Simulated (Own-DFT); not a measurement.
# From a pressure shift to a lattice shift: C40 NbSi2, 36 atoms (Nb12Si24)

The numbers are computed, not measured, by runs of the plane-wave DFT program Own-DFT (in-house, retired, unreviewed) at fixed positions, with no spin and no spin-orbit coupling.

Caveats: forces on such cells failed a check on a denser k mesh; stress not checked against mesh or cutoff.

Each geometry was run with PBE and with PBEsol, otherwise alike: PseudoDojo norm-conserving scalar-relativistic files made for PBE; cutoff 42 hartree; 4 x 4 x 5 k mesh centred on Gamma; cold (Marzari-Vanderbilt) smearing of 0.2 eV. Unstrained cell vectors in Å: (0.000, 8.324, 0.000); (-9.613, 0.000, 0.000); (0.000, 0.000, 6.586). Each has a uniform strain, of which the change of volume is shown, and random moves of rms u per axis.

```
run,volume change (%),u (Å),P with PBE (GPa),P with PBEsol (GPa)
1,-3.75,0.0457,10.18,6.35
2,-0.30,0.0518,3.09,-0.57
3,-1.34,0.0456,5.40,1.69
4,0.97,0.0500,0.54,-3.06
5,-1.40,0.0471,5.35,1.63
6,-0.39,0.0559,3.75,0.08
7,1.10,0.0515,0.62,-2.99
8,0.63,0.0513,2.23,-1.40
9,-1.11,0.0483,4.84,1.13
10,-3.33,0.0486,9.70,5.89
11,-1.62,0.0534,6.33,?
```

Asked: by how much does PBEsol shrink this cell, and what belongs in the blank?

## Worked answer

Write v for the change of volume as a fraction. Fitted to v and u², the PBE pressure has a slope of -203 ± 8 GPa in v, with the ions held to the strained lattice. The difference PBEsol less PBE is -3.65 + 4.7 v GPa (slope ± 0.1) and averages -3.69 GPa. Divided by the mean slope of the two, 201 GPa, that makes PBEsol's volume at a given pressure, near 3 GPa, about 1.8 % smaller, or 0.61 % in lengths. At one volume PBEsol's slope is the smaller by 5 GPa, but its pressure there is lower too. If stiffness rises by about 4 GPa for each GPa, PBEsol at equal pressure is stiffer by about 10 GPa. Files made for PBEsol would give a different shift.

For run 11 the line gives 2.60 GPa. The hidden result is 2.60 GPa.
